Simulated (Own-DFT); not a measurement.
Al$_{3}$Ga$_{5}$N$_{8}$ (wurtzite random alloy, atoms displaced) (calculated)

All values are calculated (Own-DFT development build). A calculation, not a measurement: plane-wave PBE density functional theory by an unreviewed code, no spin, of a simulated periodic cell, stress positive in tension, free energy of the whole cell less one offset for each atom, forces on such cells passed a denser k mesh, this cell's mesh not checked; offsets are fitted by least squares, one for each functional and potential file, so energies compare only between cells with the same atoms and settings and are not formation energies; the far tail of each file's local potential was reset to the Coulomb form; each entry is a single point on an unrelaxed cell, so the pressure reflects the starting lattice, mostly measured values, from which strain is counted, and rises with the displacements; printed positions are rounded, which can move forces by about a meV/angstrom; the program is a retired in-house code; no spin-orbit coupling.

## Al$_{3}$Ga$_{5}$N$_{8}$ (wurtzite random alloy, atoms displaced)

```
Al3Ga5N8
1.0
     12.6405     0.0000     0.0000
     -6.3203    10.9470     0.0000
      0.0000     0.0000    10.2177
Al Ga N Al Ga N Ga N Ga N Al N Al Ga N Ga Al N Al Ga N Al Ga N Ga N Al N Ga N Ga N Ga Al N Al Ga N Ga N Ga N Al Ga N Ga N Al Ga N Ga N Ga Al N Ga Al N Ga N Al N Al Ga N Ga N Ga Al N Ga Al N Ga Al N Al Ga N Ga Al N
1 1 2 1 1 2 2 2 2 2 2 2 1 1 2 1 1 2 1 1 2 1 1 2 2 2 2 2 2 2 2 2 1 1 2 1 1 2 2 2 2 2 1 1 2 2 2 1 1 2 2 2 1 1 2 1 1 2 2 2 2 2 1 1 2 2 2 1 1 2 1 1 2 1 1 2 1 1 2 1 1 2
Direct
  0.08256 0.16486 0.99575
  0.16251 0.08059 0.24692
  0.08516 0.16389 0.18586
  0.16588 0.08476 0.43815
  0.08297 0.16842 0.50062
  0.16782 0.08326 0.75281
  0.08610 0.16994 0.69315
  0.16485 0.08200 0.94098
  0.08500 0.41693 0.00134
  0.16471 0.33281 0.25462
  0.08230 0.41282 0.19195
  0.16759 0.33520 0.43990
  0.08483 0.41457 0.50388
  0.16883 0.33980 0.75142
  0.08517 0.41619 0.68947
  0.16348 0.33072 0.94137
  0.08752 0.66738 0.00055
  0.16850 0.58838 0.24784
  0.08182 0.66450 0.18949
  0.16258 0.58401 0.43709
  0.08565 0.66414 0.50182
  0.16527 0.58507 0.75157
  0.07904 0.66209 0.68688
  0.16676 0.58068 0.93736
  0.08326 0.92022 0.00140
  0.16826 0.83379 0.25125
  0.08069 0.91574 0.18703
  0.16472 0.83012 0.43666
  0.08003 0.91608 0.50152
  0.16277 0.83216 0.74655
  0.08399 0.91640 0.68852
  0.16547 0.83356 0.94330
  0.33525 0.17221 0.99939
  0.41528 0.08473 0.24853
  0.33612 0.16693 0.19144
  0.41299 0.08421 0.43783
  0.33466 0.16919 0.49886
  0.41331 0.08129 0.75285
  0.33025 0.16490 0.68564
  0.41168 0.08010 0.94225
  0.33306 0.41600 0.00366
  0.41207 0.32803 0.24699
  0.33170 0.41441 0.18648
  0.41834 0.33192 0.44494
  0.33661 0.42111 0.50172
  0.41957 0.33319 0.75094
  0.33433 0.41752 0.69165
  0.42205 0.33258 0.93587
  0.33380 0.66549 0.99588
  0.41657 0.58403 0.25102
  0.33365 0.66325 0.18877
  0.41692 0.58548 0.43920
  0.33032 0.65926 0.50043
  0.41861 0.58275 0.74964
  0.32960 0.67006 0.69409
  0.41544 0.58263 0.93915
  0.33651 0.91754 0.00223
  0.41819 0.83535 0.24918
  0.33043 0.91642 0.19175
  0.41423 0.83139 0.43991
  0.33523 0.92108 0.50401
  0.41507 0.83106 0.74676
  0.33370 0.91767 0.68943
  0.42041 0.83091 0.94237
  0.58544 0.16997 0.99522
  0.66942 0.08597 0.25213
  0.57462 0.16028 0.19023
  0.66709 0.08356 0.43883
  0.58884 0.16951 0.50270
  0.66856 0.08501 0.74866
  0.58043 0.16222 0.69273
  0.66672 0.08427 0.94008
  0.58507 0.41520 0.00080
  0.66606 0.33265 0.25019
  0.58226 0.41567 0.18520
  0.66645 0.33456 0.44075
  0.58115 0.41852 0.49984
  0.66715 0.33576 0.74682
  0.58199 0.41359 0.69308
  0.66749 0.33231 0.93796
  0.58089 0.66732 0.99832
  0.66447 0.58041 0.24796
  0.58553 0.66744 0.19384
  0.66732 0.58772 0.44157
  0.58205 0.66559 0.50413
  0.66997 0.58196 0.75236
  0.58490 0.66913 0.68486
  0.66946 0.58369 0.93824
  0.58587 0.91634 0.99780
  0.66187 0.82941 0.25032
  0.58533 0.91812 0.18813
  0.66701 0.83119 0.43893
  0.58136 0.91535 0.49834
  0.66555 0.83606 0.75190
  0.58626 0.91859 0.68039
  0.66856 0.83561 0.93743
  0.83233 0.16574 0.00205
  0.91637 0.08453 0.24738
  0.83369 0.16605 0.18743
  0.91868 0.08517 0.44013
  0.83095 0.16577 0.50028
  0.92008 0.09139 0.75092
  0.83225 0.16514 0.68573
  0.91997 0.08642 0.93547
  0.83294 0.42066 0.00314
  0.91524 0.33107 0.25091
  0.83511 0.42198 0.18710
  0.91188 0.33345 0.43736
  0.83092 0.41345 0.49848
  0.91619 0.33202 0.75018
  0.83263 0.41781 0.68884
  0.91569 0.33122 0.94295
  0.83122 0.66315 0.00390
  0.91718 0.58025 0.25287
  0.83660 0.67005 0.18845
  0.91496 0.58033 0.43833
  0.83165 0.66732 0.50309
  0.91840 0.58179 0.75214
  0.83396 0.66228 0.69701
  0.92029 0.58511 0.93640
  0.82906 0.91245 0.00091
  0.91686 0.83215 0.25400
  0.83638 0.91906 0.18661
  0.91098 0.83350 0.43477
  0.82694 0.91576 0.49665
  0.91764 0.83204 0.74857
  0.83479 0.91447 0.69165
  0.91171 0.82955 0.93991
```

* functional: PBE
* potential files: PseudoDojo norm-conserving, scalar-relativistic, standard set
* wave cutoff: 42 hartree
* occupations: Fermi-Dirac
* smearing width: 0.05 eV
* k mesh: 3 x 3 x 3 centred on Gamma
* free energy of cell above offsets: -3.404 eV
* pressure: 5.98 GPa
* stress xx: -5.69 GPa
* stress yy: -5.21 GPa
* stress zz: -7.05 GPa
* stress yz: 0.17 GPa
* stress xz: -0.05 GPa
* stress xy: 0.28 GPa

Force:
```csv
element,x (eV/Å),y (eV/Å),z (eV/Å)
Al,-0.207,0.185,0.517
Ga,0.83,0.056,0.66
N,-1.854,0.473,-0.511
N,-0.807,-0.604,0.754
Al,0.485,-0.368,0.277
Ga,-0.464,0.066,-0.354
N,0.08,0.197,-1.483
N,0.544,1.789,0.321
Ga,-0.517,-0.589,0.386
Ga,0.471,-0.51,-0.962
N,-0.383,1.771,0.08
N,0.475,-0.945,0.758
Ga,-1.19,0.486,-0.961
Ga,0.742,-1.144,0.507
N,-1.745,0.034,0.463
N,1.646,0.147,0.313
Al,-0.805,0.025,0.025
Al,0.123,-1.137,0.281
N,0.226,0.398,-0.211
N,0.653,-0.409,-0.383
Al,-1.354,0.449,-0.618
Ga,-0.083,-0.463,-0.232
N,-0.379,0.285,-0.286
N,-0.891,0.878,0.81
Ga,-0.289,-1.392,-0.245
Al,-0.738,-0.267,-0.293
N,1.419,-0.59,0.989
N,-0.886,0.015,0.622
Al,0.321,0.146,-0.844
Ga,0.791,-0.268,0.951
N,-1.27,-0.318,-0.69
N,1.339,-0.425,-0.237
Al,0.172,-1.307,0.329
Ga,-0.099,-1.031,0.787
N,-1.366,0.846,-1.475
N,1.956,0.636,0.588
Ga,-0.534,-1.014,0.063
Ga,-0.069,0.333,-0.025
N,0.502,0.379,0.866
N,-0.225,0.387,0.37
Al,-0.05,-0.248,-0.982
Al,0.284,0.921,0.715
N,0.938,-0.186,0.334
N,-0.082,1.603,-1.847
Ga,0.118,-0.977,-0.017
Ga,-0.806,-0.59,-0.493
N,0.256,1.113,0.078
N,-1.943,-0.08,1.394
Ga,-0.227,-0.023,0.754
Ga,0.382,-0.512,-0.349
N,-1.225,0.355,-0.004
N,0.472,-0.512,-0.017
Ga,-1.205,1.443,0.267
Al,-0.382,0.456,0.094
N,1.955,-1.885,-0.721
N,0.547,-1.297,-0.87
Al,-0.521,-0.508,-0.033
Ga,-0.214,-0.259,0.135
N,-0.041,-0.519,-1.052
N,0.042,-0.164,0.013
Ga,-0.271,-0.66,-1.063
Ga,0.369,1.433,0.655
N,-0.247,-0.537,0.502
N,-1.572,0.956,-0.544
Ga,-0.513,-1.091,0.833
Ga,-0.63,-0.46,-0.571
N,1.846,1.503,-0.628
N,-0.112,0.905,0.855
Al,-1.26,-0.644,-0.287
Ga,-0.173,-0.563,0.382
N,-0.089,0.906,-1.348
N,1.014,0.202,-0.066
Ga,0.023,0.466,-0.616
Ga,-0.002,-0.328,-0.112
N,-0.878,-0.704,1.29
N,-1.221,-0.636,0.4
Al,0.796,0.093,0.299
Ga,0.587,-0.916,0.495
N,-0.112,1.907,-1.601
N,-0.014,0.654,-0.167
Ga,0.843,-0.145,0.442
Ga,0.778,0.613,0.49
N,-0.64,0.378,-0.801
N,0.029,-1.999,-0.144
Ga,0.076,0.603,-1.032
Al,-0.62,0.22,-0.264
N,0.006,-1.405,2.444
N,-1.056,-0.382,-0.551
Ga,-0.402,0.527,0.597
Al,0.907,1.125,0.042
N,0.663,-0.582,0.493
N,-1.354,-0.168,-1.383
Ga,0.16,-0.185,-0.876
Ga,0.887,-0.028,-0.905
N,-0.635,-0.177,1.765
N,0.437,-0.322,0.619
Al,0.384,0.131,-0.588
Al,0.686,-0.399,0.21
N,0.499,-0.293,-0.31
N,-0.605,0.943,-0.666
Al,0.585,0.097,-0.456
Ga,0.533,-1.578,-0.447
N,-0.164,1.648,-0.434
N,-0.823,-0.718,1.906
Ga,0.822,-0.374,-0.996
Ga,-0.102,0.632,-0.472
N,-0.038,-0.574,1.104
N,1.357,-1.371,0.805
Ga,-0.18,1.041,0.497
Al,-0.306,0.199,0.339
N,1.388,-0.057,0.616
N,-0.241,-0.391,-1.125
Ga,0.723,0.856,-0.628
Al,-0.466,1.118,-0.15
N,0.51,-1.724,1.056
N,0.598,0.951,-0.109
Ga,0.789,-0.12,0.039
Al,-0.413,-0.124,-0.225
N,-0.169,0.594,-0.326
N,0.712,0.218,0.071
Al,1.08,0.919,-0.353
Ga,-0.379,0.383,-1.355
N,-1.53,-0.063,0.2
N,1.516,0.323,2.047
Ga,1.118,0.677,1.079
Al,-0.44,-0.082,0.782
N,0.207,0.326,-0.244
N,-0.185,0.916,-0.815
```
